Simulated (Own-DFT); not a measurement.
## Calculated data, SiC (4H silicon carbide, atoms displaced)

Computed with Own-DFT development build. A calculation, not a measurement: plane-wave PBE density functional theory by an unreviewed code, no spin, of a simulated periodic cell, stress positive in tension, free energy of the whole cell less one offset for each atom, forces on such cells passed a denser k mesh, this cell's mesh not checked; offsets are fitted by least squares, one for each functional and potential file, so energies compare only between cells with the same atoms and settings and are not formation energies; the far tail of each file's local potential was reset to the Coulomb form; each entry is a single point on an unrelaxed cell, so the pressure reflects the starting lattice, mostly measured values (interpolated for alloys), from which strain is counted, and rises with the displacements; printed positions are rounded, which can move forces by about a meV/angstrom; the program, named Own-DFT, is a retired in-house code; no spin-orbit coupling.

```yaml
- formula: SiC
  kind: "4H silicon carbide, atoms displaced"
  structure:
    cell_angstrom: [[9.2481, 0.0, 0.0], [-4.6241, 8.0091, 0.0], [0.0, 0.0, 10.0681]]
    atoms_fractional:
      - [Si, 0.99538, 0.9849, 0.40276]
      - [Si, 0.11956, 0.22121, 0.16361]
      - [C, 0.0105, 0.01472, 0.07688]
      - [C, 0.117, 0.21949, 0.34947]
      - [Si, 0.00149, 0.3399, 0.39123]
      - [Si, 0.11686, 0.55001, 0.15428]
      - [C, 0.99857, 0.33276, 0.09132]
      - [C, 0.1244, 0.55467, 0.34252]
      - [Si, 0.98183, 0.64941, 0.41759]
      - [Si, 0.10405, 0.8775, 0.1629]
      - [C, 0.0141, 0.6827, 0.08059]
      - [C, 0.12227, 0.908, 0.3604]
      - [Si, 0.33856, 0.99533, 0.42206]
      - [Si, 0.43181, 0.20447, 0.15378]
      - [C, 0.33093, 0.98942, 0.09021]
      - [C, 0.45249, 0.21352, 0.34881]
      - [Si, 0.33645, 0.34558, 0.40324]
      - [Si, 0.4356, 0.57678, 0.15575]
      - [C, 0.3417, 0.34286, 0.10763]
      - [C, 0.43912, 0.55493, 0.35783]
      - [Si, 0.33732, 0.67412, 0.40735]
      - [Si, 0.45287, 0.88081, 0.15736]
      - [C, 0.32448, 0.67754, 0.08841]
      - [C, 0.45203, 0.90332, 0.33828]
      - [Si, 0.65161, 0.9748, 0.41701]
      - [Si, 0.77288, 0.20761, 0.16226]
      - [C, 0.65786, 0.99286, 0.09054]
      - [C, 0.78006, 0.22441, 0.34713]
      - [Si, 0.67997, 0.34965, 0.40679]
      - [Si, 0.77457, 0.54919, 0.1596]
      - [C, 0.65903, 0.34058, 0.10283]
      - [C, 0.77485, 0.57858, 0.33857]
      - [Si, 0.65531, 0.64911, 0.39574]
      - [Si, 0.77248, 0.87868, 0.15745]
      - [C, 0.65946, 0.66659, 0.10323]
      - [C, 0.75876, 0.88594, 0.35375]
      - [Si, 0.01336, 0.00161, 0.90091]
      - [Si, 0.89357, 0.79115, 0.67188]
      - [C, 0.9894, 0.99664, 0.58205]
      - [C, 0.89834, 0.79629, 0.83762]
      - [Si, 0.98676, 0.66613, 0.88705]
      - [Si, 0.89064, 0.43572, 0.65547]
      - [C, 0.00556, 0.66968, 0.5814]
      - [C, 0.89127, 0.44805, 0.84649]
      - [Si, 0.00057, 0.34144, 0.90179]
      - [Si, 0.88486, 0.11005, 0.66886]
      - [C, 0.00112, 0.33456, 0.59963]
      - [C, 0.89956, 0.1217, 0.85363]
      - [Si, 0.66727, 0.00665, 0.90016]
      - [Si, 0.55158, 0.77512, 0.6699]
      - [C, 0.65356, 0.9917, 0.60299]
      - [C, 0.55732, 0.76756, 0.84624]
      - [Si, 0.68303, 0.69198, 0.89663]
      - [Si, 0.57865, 0.46823, 0.67521]
      - [C, 0.67541, 0.64548, 0.59571]
      - [C, 0.54483, 0.44443, 0.84552]
      - [Si, 0.67606, 0.32848, 0.90909]
      - [Si, 0.5434, 0.11453, 0.63373]
      - [C, 0.68489, 0.32685, 0.57266]
      - [C, 0.54609, 0.09427, 0.85536]
      - [Si, 0.35085, 0.99143, 0.90367]
      - [Si, 0.24337, 0.80595, 0.66293]
      - [C, 0.32918, 0.00076, 0.57928]
      - [C, 0.20558, 0.78445, 0.84826]
      - [Si, 0.32093, 0.64498, 0.8928]
      - [Si, 0.19322, 0.42482, 0.65303]
      - [C, 0.33383, 0.6613, 0.58634]
      - [C, 0.23529, 0.46466, 0.84653]
      - [Si, 0.31311, 0.32118, 0.90425]
      - [Si, 0.19833, 0.10739, 0.65653]
      - [C, 0.3407, 0.33973, 0.57333]
      - [C, 0.24137, 0.11046, 0.85158]
  settings:
    functional: PBE
    potential_files: "PseudoDojo norm-conserving, scalar-relativistic, standard set"
    "wave_cutoff [hartree]": 42.0
    occupations: Fermi-Dirac
    "smearing_width [eV]": 0.1
    hardware: "one NVIDIA H100"
    k_mesh: "4 x 4 x 3 centred on Gamma"
  results:
    "stress_zz [GPa]": null
    "stress_xx [GPa]": null
```

Question: Give the missing stress zz for SiC (4H silicon carbide, atoms displaced).
Answer: -12.27 GPa

Question: SiC (4H silicon carbide, atoms displaced): stress xx?
Answer: -8.86 GPa

Question: Give the table of force values for SiC (4H silicon carbide, atoms displaced).
Answer: 
Force:
| element | x (eV/Å) | y (eV/Å) | z (eV/Å) |
| --- | --- | --- | --- |
| Si | -3.402 | 2.941 | 0.132 |
| Si | -0.988 | 0.503 | -1.146 |
| C | -0.199 | -2.529 | 4.348 |
| C | -1.994 | -0.506 | -0.765 |
| Si | 1.601 | -2.443 | 2.055 |
| Si | -2.893 | 0.826 | -0.321 |
| C | 0.365 | -0.474 | 0.27 |
| C | -2.767 | 0.982 | -0.525 |
| Si | 1.484 | 2.925 | -5.194 |
| Si | 0.679 | 3.413 | -0.471 |
| C | -1.643 | -4.299 | 0.887 |
| C | 1.853 | -4.644 | -3.251 |
| Si | -1.044 | 1.748 | -9.913 |
| Si | 0.804 | 1.87 | 1.734 |
| C | 0.217 | 0.017 | 0.743 |
| C | -1.244 | 1.713 | -0.54 |
| Si | 1.571 | -4.195 | -1.72 |
| Si | 2.793 | -3.092 | 0.635 |
| C | -1.32 | -0.474 | -2.159 |
| C | -0.741 | 2.155 | -3.589 |
| Si | 0.217 | 0.34 | 0.015 |
| Si | -3.592 | 2.381 | -0.438 |
| C | 1.888 | -1.861 | -1.106 |
| C | -0.148 | -3.009 | 1.528 |
| Si | -1.309 | 4.578 | 0.503 |
| Si | -0.846 | 2.029 | -0.664 |
| C | 2.278 | 0.507 | -0.447 |
| C | 0.207 | -0.552 | -0.1 |
| Si | -1.432 | -2.062 | -4.598 |
| Si | -0.09 | 2.556 | -1.849 |
| C | 2.187 | -3.07 | -1.916 |
| C | 5.98 | -4.094 | -0.562 |
| Si | -3.382 | 4.247 | 4.35 |
| Si | 0.039 | 2.827 | -0.03 |
| C | 1.034 | -0.194 | -2.249 |
| C | 4.941 | -2.074 | -2.445 |
| Si | -0.108 | 2.405 | 1.373 |
| Si | 0.298 | -2.269 | -8.493 |
| C | -0.818 | 0.104 | 3.791 |
| C | -0.421 | -1.67 | 3.21 |
| Si | 1.367 | 1.023 | 3.815 |
| Si | -1.114 | 1.971 | -0.724 |
| C | 0.229 | 0.21 | 7.607 |
| C | -0.757 | -0.891 | -1.86 |
| Si | 1.474 | 0.322 | 2.429 |
| Si | -0.556 | 0.021 | -2.733 |
| C | -3.651 | -3.698 | -2.363 |
| C | -0.22 | -1.283 | -1.66 |
| Si | 2.302 | -2.27 | 1.989 |
| Si | 0.418 | -1.76 | -3.722 |
| C | 0.732 | 0.397 | 0.036 |
| C | -3.571 | 2.83 | 0.261 |
| Si | 0.543 | -4.688 | 3.806 |
| Si | -1.632 | -7.231 | -2.633 |
| C | -1.192 | 7.378 | -1.846 |
| C | 2.127 | 0.317 | 2.392 |
| Si | -3.602 | 0.097 | 1.417 |
| Si | 2.138 | 0.429 | 2.423 |
| C | -1.624 | 0.841 | 6.47 |
| C | 3.253 | 5.319 | -4.45 |
| Si | -6.2 | -1.129 | 3.817 |
| Si | -0.708 | -4.961 | -1.7 |
| C | -1.158 | 1.284 | 9.103 |
| C | 3.627 | -1.36 | -2.579 |
| Si | -0.677 | 13.38 | 5.109 |
| Si | 7.854 | 5.032 | 0.254 |
| C | -0.876 | 1.108 | 3.443 |
| C | -1.332 | -13.77 | -4.472 |
| Si | 2.686 | 3.008 | 2.245 |
| Si | 3.511 | 2.463 | -1.508 |
| C | -0.99 | -1.053 | 7.181 |
| C | -2.456 | -0.892 | -2.629 |

Further results for SiC (4H silicon carbide, atoms displaced):

```
free energy of cell above offsets : 11.977 eV
pressure                          : 10.63 GPa
stress yy                         : -10.77 GPa
stress yz                         : -1.73 GPa
stress xz                         : 0.63 GPa
stress xy                         : -0.7 GPa
wall time                         : 365.1 s
```
